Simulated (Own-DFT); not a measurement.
GaP (zincblende, strongly disordered by large displacements), InAs (zincblende, strongly disordered by large displacements) (calculated)

All values are calculated (Own-DFT development build). A calculation, not a measurement: plane-wave PBE density functional theory by an unreviewed code, no spin, of a simulated periodic cell, stress positive in tension, free energy of the whole cell less one offset for each atom, forces on such cells passed a denser k mesh, this cell's mesh not checked; broken bonds can close the gap or carry spin, so checks made on this kind of crystal may not hold here; offsets are fitted by least squares, one for each functional and potential file, so energies compare only between cells with the same atoms and settings and are not formation energies; the far tail of each file's local potential was reset to the Coulomb form; each entry is a single point on an unrelaxed cell, so the pressure reflects the starting lattice, mostly measured values (interpolated for alloys), from which strain is counted, and rises with the displacements; printed positions are rounded, which can move forces by about a meV/angstrom; the program, named Own-DFT, is a retired in-house code; no spin-orbit coupling.

Common to all runs: functional PBE; potential files PseudoDojo norm-conserving, scalar-relativistic, standard set; wave cutoff 42 hartree; occupations Fermi-Dirac; smearing width 0.1 eV; k mesh 3 x 3 x 3 centred on Gamma.

(1) 
```cif
# cell vector a (Å): 10.9010 0.0000 0.0000
# cell vector b (Å): 0.0000 10.9010 0.0000
# cell vector c (Å): 0.0000 0.0000 10.9010
data_GaP
_symmetry_space_group_name_H-M 'P 1'
_symmetry_Int_Tables_number 1
_cell_length_a 10.9010
_cell_length_b 10.9010
_cell_length_c 10.9010
_cell_angle_alpha 90.000
_cell_angle_beta 90.000
_cell_angle_gamma 90.000
_cell_volume 1295.39
loop_
_atom_site_label
_atom_site_type_symbol
_atom_site_fract_x
_atom_site_fract_y
_atom_site_fract_z
_atom_site_occupancy
Ga1 Ga 0.00120 0.02369 0.00631 1
Ga2 Ga 0.00276 0.26201 0.25919 1
Ga3 Ga 0.25047 0.99568 0.26196 1
Ga4 Ga 0.25486 0.26624 0.99932 1
P1 P 0.13124 0.12999 0.09631 1
P2 P 0.11671 0.35400 0.36335 1
P3 P 0.35307 0.10802 0.35808 1
P4 P 0.34611 0.37957 0.14714 1
Ga5 Ga 0.00816 0.99851 0.51397 1
Ga6 Ga 0.99223 0.25415 0.75727 1
Ga7 Ga 0.23111 0.98958 0.79092 1
Ga8 Ga 0.24990 0.23170 0.46857 1
P5 P 0.09896 0.13917 0.65060 1
P6 P 0.11025 0.37285 0.88742 1
P7 P 0.34809 0.10061 0.86385 1
P8 P 0.37104 0.36203 0.60942 1
Ga9 Ga 0.99628 0.49320 0.99815 1
Ga10 Ga 0.99649 0.75022 0.23323 1
Ga11 Ga 0.23263 0.48427 0.25178 1
Ga12 Ga 0.27310 0.75178 0.00816 1
P9 P 0.14160 0.65410 0.09541 1
P10 P 0.11010 0.88085 0.40150 1
P11 P 0.35932 0.61511 0.38034 1
P12 P 0.37670 0.88501 0.09467 1
Ga13 Ga 0.01932 0.51492 0.52432 1
Ga14 Ga 0.99538 0.77939 0.72059 1
Ga15 Ga 0.27294 0.50901 0.73095 1
Ga16 Ga 0.27164 0.70493 0.50935 1
P13 P 0.09528 0.64693 0.63594 1
P14 P 0.09742 0.88876 0.84995 1
P15 P 0.36460 0.60158 0.86562 1
P16 P 0.37345 0.86531 0.64700 1
Ga17 Ga 0.53010 0.00160 0.02851 1
Ga18 Ga 0.52580 0.25580 0.24536 1
Ga19 Ga 0.78267 0.00549 0.24916 1
Ga20 Ga 0.74777 0.25211 0.96221 1
P17 P 0.65884 0.12515 0.11293 1
P18 P 0.59356 0.36116 0.36875 1
P19 P 0.85222 0.07785 0.39798 1
P20 P 0.86596 0.38812 0.14463 1
Ga21 Ga 0.50749 0.97530 0.49051 1
Ga22 Ga 0.48507 0.24767 0.73117 1
Ga23 Ga 0.74311 0.00161 0.77220 1
Ga24 Ga 0.74126 0.27975 0.54397 1
P21 P 0.62221 0.12479 0.61805 1
P22 P 0.62182 0.35419 0.86842 1
P23 P 0.85537 0.12536 0.89407 1
P24 P 0.85264 0.39389 0.62157 1
Ga25 Ga 0.49821 0.50143 0.98309 1
Ga26 Ga 0.50864 0.74581 0.24964 1
Ga27 Ga 0.73132 0.47718 0.26241 1
Ga28 Ga 0.76474 0.73740 0.97031 1
P25 P 0.59980 0.57984 0.12112 1
P26 P 0.61817 0.88794 0.38372 1
P27 P 0.88535 0.62532 0.38433 1
P28 P 0.88244 0.86750 0.14081 1
Ga29 Ga 0.51066 0.48351 0.50165 1
Ga30 Ga 0.47980 0.71272 0.72967 1
Ga31 Ga 0.75610 0.49728 0.74294 1
Ga32 Ga 0.75393 0.75648 0.50665 1
P29 P 0.63513 0.60793 0.59271 1
P30 P 0.60635 0.85113 0.88197 1
P31 P 0.86630 0.66244 0.85219 1
P32 P 0.86247 0.86349 0.63038 1
_calc_hardware 'one NVIDIA H100'
_calc_free_energy_of_cell_above_offsets '3.519'  # eV
_calc_pressure 11.95  # GPa
_calc_stress_xx -12.98  # GPa
_calc_stress_yy -11.6  # GPa
_calc_stress_zz -11.28  # GPa
_calc_stress_yz -7.13  # GPa
_calc_stress_xz -1.04  # GPa
_calc_stress_xy -0.31  # GPa
_calc_wall_time 566.3  # s
```

Force:
```csv
element,x (eV/Å),y (eV/Å),z (eV/Å)
Ga,-1.944,-3.087,-1.024
Ga,-4.574,-4.752,-4.379
Ga,-4.661,-4.222,-4.123
Ga,0.112,-1.119,-0.877
P,1.206,1.086,4.139
P,2.763,4.414,5.326
P,6.864,2.581,2.558
P,4.906,-2.622,-3.417
Ga,-1.762,1.557,1.795
Ga,-2.509,1.675,1.573
Ga,0.475,-0.187,-6.205
Ga,-1.482,0.945,2.854
P,3.264,-2.411,-3.293
P,1.324,0.147,-2.114
P,6.738,6.434,3.848
P,-1.104,0.869,-0.838
Ga,-1.003,2.406,0.828
Ga,2.884,-2.026,3.105
Ga,-1.875,3.987,1.347
Ga,0.55,0.11,-4.22
P,-4.169,-4.002,3.476
P,3.013,-2.962,-3.068
P,3.561,-3.313,-4.501
P,1.136,1.431,4.216
Ga,-2.42,-3.064,-3.348
Ga,0.761,-0.635,4.007
Ga,-4.137,-2.37,-2.095
Ga,-3.884,5.283,4.438
P,6.216,-2.299,-0.117
P,-3.499,-3.245,4.96
P,1.414,2.767,2.717
P,-0.814,0.602,-1.741
Ga,-1.303,-1.126,-2.72
Ga,-4.494,-5.423,-5.71
Ga,-3.249,-1.94,-3.837
Ga,-0.72,2.683,5.552
P,-0.315,1.653,2
P,4.928,3.009,5.477
P,2.599,5.575,4.676
P,1.184,-1.548,-2.312
Ga,-5.669,4.144,4.96
Ga,0.302,-2.099,1.501
Ga,-1.255,-1.404,-1.239
Ga,-4.337,-5.53,-4.858
P,-0.335,-0.773,0.841
P,-3.143,3.563,-2.292
P,4.687,-3.291,-3.368
P,8.182,1.316,0.788
Ga,-1.506,-2.997,-1.099
Ga,-0.858,-0.212,-0.448
Ga,0.088,1.932,0.743
Ga,-5.784,4.209,7.366
P,3.037,3.691,2.741
P,5.068,-4.716,-5.521
P,-0.805,-0.4,-1.031
P,-2.189,1.658,-4.477
Ga,-2.641,0.627,-0.594
Ga,2.115,0.49,0.192
Ga,-2.773,3.074,3.225
Ga,-0.756,-0.732,-2.375
P,-0.356,1.042,2.717
P,0.543,0.969,-0.354
P,5.527,-6.697,-4.952
P,-3.124,5.277,-1.419
```

(2) 
```cif
# cell vector a (Å): 12.1166 0.0000 0.0000
# cell vector b (Å): 0.0000 12.1166 0.0000
# cell vector c (Å): 0.0000 0.0000 12.1166
data_InAs
_symmetry_space_group_name_H-M 'P 1'
_symmetry_Int_Tables_number 1
_cell_length_a 12.1166
_cell_length_b 12.1166
_cell_length_c 12.1166
_cell_angle_alpha 90.000
_cell_angle_beta 90.000
_cell_angle_gamma 90.000
_cell_volume 1778.86
loop_
_atom_site_label
_atom_site_type_symbol
_atom_site_fract_x
_atom_site_fract_y
_atom_site_fract_z
_atom_site_occupancy
In1 In 0.01303 0.97728 0.01755 1
In2 In 0.06298 0.17485 0.26395 1
In3 In 0.24478 0.95552 0.24996 1
In4 In 0.23415 0.25910 0.03214 1
As1 As 0.14894 0.12707 0.10329 1
As2 As 0.09462 0.40530 0.36175 1
As3 As 0.33480 0.13222 0.39327 1
As4 As 0.39387 0.34936 0.14620 1
In5 In 0.00527 0.96901 0.46374 1
In6 In 0.00338 0.23284 0.73129 1
In7 In 0.27750 0.00386 0.71513 1
In8 In 0.28479 0.27220 0.47390 1
As5 As 0.09966 0.11872 0.62527 1
As6 As 0.16015 0.41781 0.86757 1
As7 As 0.43058 0.12321 0.84945 1
As8 As 0.42242 0.36683 0.61516 1
In9 In 0.00096 0.53022 0.96696 1
In10 In 0.01975 0.76109 0.26803 1
In11 In 0.22221 0.54989 0.26546 1
In12 In 0.29480 0.70212 0.02862 1
As9 As 0.14205 0.60232 0.08633 1
As10 As 0.11442 0.91477 0.34654 1
As11 As 0.36316 0.62462 0.36589 1
As12 As 0.37420 0.90312 0.15767 1
In13 In 0.98296 0.52828 0.56039 1
In14 In 0.00225 0.79251 0.72179 1
In15 In 0.23455 0.49870 0.74011 1
In16 In 0.25961 0.75052 0.46389 1
As13 As 0.14478 0.62907 0.68488 1
As14 As 0.14214 0.85999 0.93943 1
As15 As 0.35807 0.65316 0.87965 1
As16 As 0.38063 0.86484 0.61868 1
In17 In 0.52886 0.96503 0.02237 1
In18 In 0.51080 0.22172 0.24728 1
In19 In 0.72435 0.00002 0.22278 1
In20 In 0.77294 0.23294 0.02139 1
As17 As 0.62855 0.12108 0.15379 1
As18 As 0.65096 0.35016 0.36764 1
As19 As 0.87386 0.09584 0.35631 1
As20 As 0.91158 0.39149 0.11653 1
In21 In 0.53862 0.95515 0.51028 1
In22 In 0.51150 0.22057 0.73891 1
In23 In 0.75524 0.99025 0.74350 1
In24 In 0.75756 0.25930 0.57465 1
As21 As 0.63829 0.16278 0.64311 1
As22 As 0.57050 0.38981 0.86711 1
As23 As 0.87380 0.17791 0.88500 1
As24 As 0.86831 0.37199 0.62502 1
In25 In 0.53285 0.46887 0.01176 1
In26 In 0.46610 0.75240 0.26170 1
In27 In 0.74540 0.46970 0.21911 1
In28 In 0.78772 0.75296 0.99000 1
As25 As 0.63154 0.64446 0.16330 1
As26 As 0.65010 0.85097 0.40647 1
As27 As 0.82926 0.60624 0.37440 1
As28 As 0.85177 0.87884 0.08248 1
In29 In 0.48934 0.47775 0.48486 1
In30 In 0.50715 0.76409 0.79272 1
In31 In 0.74120 0.53762 0.73474 1
In32 In 0.73982 0.71247 0.51051 1
As29 As 0.61540 0.61886 0.63703 1
As30 As 0.62315 0.86592 0.86178 1
As31 As 0.83685 0.64762 0.86718 1
As32 As 0.90922 0.84657 0.59135 1
_calc_hardware 'one NVIDIA H200'
_calc_free_energy_of_cell_above_offsets '47.007'  # eV
_calc_pressure 18.29  # GPa
_calc_stress_xx -18  # GPa
_calc_stress_yy -17.71  # GPa
_calc_stress_zz -19.15  # GPa
_calc_stress_yz -1.75  # GPa
_calc_stress_xz 7.31  # GPa
_calc_stress_xy 0.75  # GPa
_calc_wall_time 1184  # s
```

Force:
```csv
element,x (eV/Å),y (eV/Å),z (eV/Å)
In,-1.047,3.063,-0.213
In,-2.497,2.444,3.606
In,0.685,7.887,-0.331
In,5.225,7.439,-4.667
As,-2.883,-8.25,0.76
As,0.222,-0.828,1.023
As,4.209,-9.885,-5.771
As,-1.35,2.163,-0.737
In,-6.564,5.158,7.729
In,-1.744,3.649,3.046
In,-1.376,2.118,1.981
In,-4.337,9.119,4.894
As,3.65,-3.461,-3.47
As,-5.437,-7.497,9.112
As,-7.329,-7.401,8.439
As,-3.857,-1.542,3.581
In,-2.258,-1.08,-1.429
In,-2.571,-3.395,-1.798
In,-2.687,-3.431,-1.215
In,-1.635,5.404,7.763
As,-1.627,0.319,2.593
As,-0.365,-5.385,0.497
As,3.525,-2.713,1.764
As,8.508,-3.935,-7.268
In,1.042,0.846,-2.168
In,6.461,-3.497,10.18
In,12.27,-4.13,-4.726
In,-2.432,2.551,3.325
As,-6.498,9.705,-5.77
As,1.786,-1.501,-3.191
As,4.321,-3.853,-9.225
As,0.682,-1.922,-0.795
In,-0.318,1.5,-0.698
In,-3.792,2.681,4.708
In,7.257,-8.808,5.399
In,-3.543,3.079,4.582
As,-2.502,4.12,-8.375
As,-0.818,-0.045,0.931
As,0.026,1.026,0.241
As,0.124,-0.823,0.063
In,-2.966,3.685,2.44
In,-2.441,9.453,-0.49
In,0.97,1.092,-0.039
In,-0.582,-1.807,-9.584
As,0.49,-11.82,-2.662
As,3.91,-4.13,-8.896
As,3.134,-4.099,-4.488
As,8.031,8.238,4.632
In,-2.699,5.285,9.426
In,3.207,0.923,-0.626
In,0.034,0.164,0.158
In,-8.044,-1.677,2.173
As,-0.092,0.011,-1.615
As,0.95,0.228,-5.395
As,3.202,-0.934,-1.353
As,3.035,7.549,8.027
In,3.115,2.813,-3.754
In,-7.304,-6.566,-5.443
In,2.889,-5.443,3.118
In,1.054,0.423,1.912
As,-6.332,2.592,-2.926
As,7.841,6.146,4.68
As,5.633,-5.858,-6.809
As,-7.555,2.844,-6.86
```

(3) 
```cif
# cell vector a (Å): 10.9010 0.0000 0.0000
# cell vector b (Å): 0.0000 10.9010 0.0000
# cell vector c (Å): 0.0000 0.0000 10.9010
data_GaP
_symmetry_space_group_name_H-M 'P 1'
_symmetry_Int_Tables_number 1
_cell_length_a 10.9010
_cell_length_b 10.9010
_cell_length_c 10.9010
_cell_angle_alpha 90.000
_cell_angle_beta 90.000
_cell_angle_gamma 90.000
_cell_volume 1295.39
loop_
_atom_site_label
_atom_site_type_symbol
_atom_site_fract_x
_atom_site_fract_y
_atom_site_fract_z
_atom_site_occupancy
Ga1 Ga 0.04121 0.99417 0.01054 1
Ga2 Ga 0.98482 0.22959 0.23614 1
Ga3 Ga 0.18508 0.02167 0.28179 1
Ga4 Ga 0.27950 0.22184 0.03264 1
P1 P 0.09860 0.13446 0.11256 1
P2 P 0.13681 0.36897 0.36658 1
P3 P 0.34416 0.10185 0.40995 1
P4 P 0.34356 0.41893 0.17754 1
Ga5 Ga 0.99542 0.02104 0.41346 1
Ga6 Ga 0.98841 0.27388 0.76658 1
Ga7 Ga 0.19395 0.01510 0.74228 1
Ga8 Ga 0.20759 0.20698 0.47452 1
P5 P 0.07268 0.09853 0.57452 1
P6 P 0.17060 0.33175 0.89966 1
P7 P 0.34889 0.10122 0.91002 1
P8 P 0.40388 0.37397 0.61110 1
Ga9 Ga 0.00555 0.51769 0.97880 1
Ga10 Ga 0.00772 0.77436 0.21565 1
Ga11 Ga 0.21722 0.52936 0.25658 1
Ga12 Ga 0.24950 0.78720 0.93982 1
P9 P 0.14856 0.61881 0.03229 1
P10 P 0.09067 0.87405 0.36057 1
P11 P 0.38297 0.61328 0.34337 1
P12 P 0.35255 0.93324 0.16693 1
Ga13 Ga 0.99555 0.50460 0.52155 1
Ga14 Ga 0.94843 0.77395 0.75491 1
Ga15 Ga 0.30172 0.54703 0.76054 1
Ga16 Ga 0.20260 0.74200 0.50225 1
P13 P 0.20134 0.59990 0.61626 1
P14 P 0.12476 0.85006 0.79105 1
P15 P 0.35395 0.63624 0.91326 1
P16 P 0.38127 0.87367 0.66973 1
Ga17 Ga 0.52691 0.03160 0.04397 1
Ga18 Ga 0.48951 0.17961 0.21401 1
Ga19 Ga 0.69137 0.00110 0.28798 1
Ga20 Ga 0.81760 0.25982 0.97958 1
P17 P 0.66695 0.12313 0.12408 1
P18 P 0.62264 0.42300 0.39368 1
P19 P 0.85268 0.13279 0.38571 1
P20 P 0.88984 0.38692 0.13868 1
Ga21 Ga 0.50550 0.02653 0.46190 1
Ga22 Ga 0.44439 0.25375 0.74203 1
Ga23 Ga 0.72835 0.99342 0.77947 1
Ga24 Ga 0.72602 0.22130 0.49868 1
P21 P 0.62095 0.10192 0.60532 1
P22 P 0.59304 0.38940 0.89300 1
P23 P 0.89928 0.11882 0.89079 1
P24 P 0.89516 0.39719 0.65502 1
Ga25 Ga 0.47514 0.50891 0.96543 1
Ga26 Ga 0.52964 0.75591 0.28053 1
Ga27 Ga 0.74798 0.47145 0.22311 1
Ga28 Ga 0.76309 0.76253 0.05300 1
P25 P 0.62342 0.68007 0.14299 1
P26 P 0.60607 0.88364 0.40360 1
P27 P 0.86200 0.61127 0.40121 1
P28 P 0.89185 0.87519 0.11694 1
Ga29 Ga 0.43147 0.49282 0.47141 1
Ga30 Ga 0.50701 0.75238 0.73260 1
Ga31 Ga 0.80390 0.52135 0.75483 1
Ga32 Ga 0.74638 0.75897 0.49373 1
P29 P 0.63641 0.64722 0.63048 1
P30 P 0.62992 0.84168 0.87301 1
P31 P 0.85217 0.59267 0.91569 1
P32 P 0.83659 0.85918 0.63395 1
_calc_hardware 'one NVIDIA H100'
_calc_free_energy_of_cell_above_offsets '29.970'  # eV
_calc_pressure 16.92  # GPa
_calc_stress_xx -16.79  # GPa
_calc_stress_yy -18.32  # GPa
_calc_stress_zz -15.66  # GPa
_calc_stress_yz -0.39  # GPa
_calc_stress_xz -0.63  # GPa
_calc_stress_xy 4.21  # GPa
_calc_wall_time 663.6  # s
```

Force:
```csv
element,x (eV/Å),y (eV/Å),z (eV/Å)
Ga,-2.106,-4.689,-3.788
Ga,-1.184,2.238,2.721
Ga,3.311,2.014,-2.469
Ga,-1.001,3.679,4.347
P,3.895,2.411,2.314
P,-2.641,0.292,0.574
P,0.505,-0.584,-3.709
P,4.978,-4.385,-3.694
Ga,-0.823,-0.518,2.083
Ga,3.198,-2.413,1.898
Ga,2.697,4.093,-1.659
Ga,-1.47,4.052,1.871
P,0.569,1.29,4.619
P,-2.186,2.33,-2.382
P,2.801,-2.893,-4.335
P,-3.2,1.339,0.014
Ga,1.306,-5.893,0.623
Ga,2.108,-5.603,1.172
Ga,-4.114,2.66,0.117
Ga,-1.956,4.419,2.557
P,3.483,3.104,4.065
P,2.469,-6.031,1.944
P,-1.533,4.79,-2.3
P,1.089,-1.076,-1.108
Ga,2.558,0.21,-1.324
Ga,0.314,-3.122,2.525
Ga,0.948,-4.913,-0.721
Ga,1.587,4.453,-2.665
P,-4.753,-2.918,-1.315
P,-0.719,-2.888,1.958
P,1.685,1.613,0.92
P,-3.664,3.239,-2.835
Ga,-4.397,-4.373,-4.121
Ga,-2.492,2.135,2.007
Ga,3.592,2.811,-2.697
Ga,-3.398,3.696,2.778
P,4.056,2.568,0.828
P,1.252,-1.738,0.031
P,-2.025,1.176,-3.914
P,3.213,-1.228,-3.203
Ga,-0.635,0.974,3.012
Ga,2.195,-3.72,4.673
Ga,0.668,0.869,-1.06
Ga,-0.891,4.961,0.205
P,-0.934,-0.099,4.614
P,3.664,-3.953,-2.558
P,0.669,-3.593,-3.341
P,-0.774,-3.063,-3.737
Ga,0.692,-0.7,4.957
Ga,-4.257,0.605,1.028
Ga,-4.356,3.323,3.096
Ga,-1.007,-1.352,-5.164
P,-0.432,-5.964,-2.021
P,1.065,-4.723,1.898
P,0.479,0.188,-2.213
P,0.169,6.431,-0.742
Ga,2.933,-1.08,0.846
Ga,0.69,-1.669,2.14
Ga,-5.577,1.614,-1.988
Ga,-0.399,-1.495,-0.876
P,1.011,-3.141,-0.644
P,0.113,0.939,3.073
P,-2.929,5.462,1.92
P,-0.106,3.839,-0.845
```

(4) 
```cif
# cell vector a (Å): 10.9010 0.0000 0.0000
# cell vector b (Å): 0.0000 10.9010 0.0000
# cell vector c (Å): 0.0000 0.0000 10.9010
data_GaP
_symmetry_space_group_name_H-M 'P 1'
_symmetry_Int_Tables_number 1
_cell_length_a 10.9010
_cell_length_b 10.9010
_cell_length_c 10.9010
_cell_angle_alpha 90.000
_cell_angle_beta 90.000
_cell_angle_gamma 90.000
_cell_volume 1295.39
loop_
_atom_site_label
_atom_site_type_symbol
_atom_site_fract_x
_atom_site_fract_y
_atom_site_fract_z
_atom_site_occupancy
Ga1 Ga 0.01387 0.99482 0.00769 1
Ga2 Ga 0.98919 0.27304 0.23700 1
Ga3 Ga 0.26286 0.98599 0.26173 1
Ga4 Ga 0.27086 0.23176 0.00177 1
P1 P 0.12242 0.11764 0.12596 1
P2 P 0.10173 0.39055 0.38857 1
P3 P 0.35658 0.12242 0.38878 1
P4 P 0.34748 0.39383 0.16356 1
Ga5 Ga 0.99546 0.99159 0.48368 1
Ga6 Ga 0.02422 0.23774 0.69447 1
Ga7 Ga 0.26693 0.98297 0.74996 1
Ga8 Ga 0.25278 0.27610 0.51326 1
P5 P 0.11021 0.10792 0.62615 1
P6 P 0.11667 0.37041 0.87480 1
P7 P 0.37257 0.11284 0.85823 1
P8 P 0.35989 0.37673 0.59881 1
Ga9 Ga 0.01267 0.50709 0.98816 1
Ga10 Ga 0.02257 0.74683 0.25818 1
Ga11 Ga 0.21816 0.48909 0.25011 1
Ga12 Ga 0.23090 0.76261 0.00354 1
P9 P 0.12211 0.61763 0.09057 1
P10 P 0.12430 0.89509 0.34335 1
P11 P 0.41140 0.63749 0.37931 1
P12 P 0.37621 0.87400 0.09797 1
Ga13 Ga 0.01071 0.50370 0.47776 1
Ga14 Ga 0.02656 0.75344 0.73123 1
Ga15 Ga 0.25393 0.52451 0.76720 1
Ga16 Ga 0.23367 0.74721 0.49473 1
P13 P 0.12182 0.62795 0.62451 1
P14 P 0.10997 0.91151 0.89368 1
P15 P 0.37529 0.62944 0.87007 1
P16 P 0.39894 0.88648 0.60224 1
Ga17 Ga 0.51404 0.97874 0.98072 1
Ga18 Ga 0.49082 0.25861 0.23359 1
Ga19 Ga 0.72804 0.96500 0.28610 1
Ga20 Ga 0.76582 0.24267 0.04558 1
P17 P 0.59514 0.11488 0.11160 1
P18 P 0.60082 0.37130 0.36515 1
P19 P 0.87485 0.14292 0.35009 1
P20 P 0.87297 0.37209 0.12875 1
Ga21 Ga 0.51153 0.99580 0.49444 1
Ga22 Ga 0.48989 0.29018 0.76793 1
Ga23 Ga 0.74515 0.96956 0.74199 1
Ga24 Ga 0.77054 0.23039 0.48951 1
P21 P 0.60786 0.09040 0.61694 1
P22 P 0.62462 0.40503 0.88371 1
P23 P 0.87053 0.09595 0.86724 1
P24 P 0.90309 0.37109 0.58863 1
Ga25 Ga 0.48577 0.50573 0.99661 1
Ga26 Ga 0.51382 0.75241 0.22961 1
Ga27 Ga 0.72574 0.50446 0.22797 1
Ga28 Ga 0.75688 0.74471 0.98652 1
P25 P 0.63461 0.59728 0.11504 1
P26 P 0.63498 0.84004 0.36973 1
P27 P 0.88873 0.63087 0.40272 1
P28 P 0.88724 0.86865 0.11941 1
Ga29 Ga 0.47806 0.48779 0.48113 1
Ga30 Ga 0.47568 0.71805 0.74685 1
Ga31 Ga 0.74149 0.50327 0.75406 1
Ga32 Ga 0.76342 0.75840 0.49073 1
P29 P 0.62476 0.61345 0.66286 1
P30 P 0.61229 0.86620 0.86067 1
P31 P 0.88033 0.62092 0.88032 1
P32 P 0.83588 0.89181 0.59360 1
_calc_hardware 'one NVIDIA H100'
_calc_free_energy_of_cell_above_offsets '4.484'  # eV
_calc_pressure 12  # GPa
_calc_stress_xx -12  # GPa
_calc_stress_yy -12.89  # GPa
_calc_stress_zz -11.11  # GPa
_calc_stress_yz -3.26  # GPa
_calc_stress_xz 0.91  # GPa
_calc_stress_xy 0.49  # GPa
_calc_wall_time 551.9  # s
```

Force:
```csv
element,x (eV/Å),y (eV/Å),z (eV/Å)
Ga,-7.239,4.966,5.343
Ga,3.469,-2.766,1.91
Ga,3.034,3,-3.309
Ga,-1.681,1.004,0.627
P,1.326,1.785,1.256
P,6.144,-7.527,-5.655
P,1.551,0.661,-0.671
P,4.407,-3.362,-5.482
Ga,-0.753,1.386,-0.219
Ga,-5.736,7.671,6.134
Ga,-1.564,-0.126,-1.426
Ga,-7.215,-7.645,-5.473
P,6.735,-7.481,-4.379
P,1.7,-1.048,-1.427
P,2.161,2.132,1.204
P,5.774,5.974,8.008
Ga,-3.204,-3.071,-1.593
Ga,-2.324,-1.439,-1.892
Ga,-2.253,3.928,1.648
Ga,0.531,0.323,-1.778
P,1.957,1.793,5.459
P,-2.111,-3.01,4.066
P,-3.647,1.943,-1.267
P,0.382,-0.135,2.571
Ga,-3.9,5.587,6.489
Ga,-3.47,2.819,3.037
Ga,-2.896,-3.417,-2.056
Ga,2.142,1.361,-1.039
P,1.99,-2.319,-1.369
P,6.856,-7.252,-8.551
P,-2.461,0.114,5.504
P,-4.134,-4.345,3.079
Ga,-1.825,2.467,0.407
Ga,-0.947,-1.597,0.686
Ga,5.318,6.71,-5.673
Ga,-3.02,-3.996,-3.901
P,1.766,0.765,1.801
P,3.18,-0.358,0.406
P,0.304,-3.716,-0.479
P,0.118,5.894,-1.052
Ga,-1.148,-0.335,-5.51
Ga,-0.351,-1.866,-1.149
Ga,-1.217,2.719,2.352
Ga,-2.862,1.281,1.725
P,4.169,5.18,3.712
P,-0.04,-3.202,1.27
P,0.099,1.773,0.516
P,-2.721,-0.219,2.404
Ga,-0.932,-0.569,1.545
Ga,-0.793,-1.124,-1.263
Ga,5.131,-5.577,7.476
Ga,-0.636,0.92,0.942
P,-4.747,7.249,-5.915
P,-5.695,-2.544,2.423
P,-1.207,0.807,-4.099
P,-1.458,-0.682,1.374
Ga,2.171,-0.099,1.264
Ga,3.096,4.843,-3.502
Ga,4.77,-1.855,0.885
Ga,-1.817,-4.872,0.724
P,-1.696,2.256,-5.784
P,1.351,-3.42,-0.893
P,0.399,0.232,-2.525
P,5.67,1.432,1.088
```
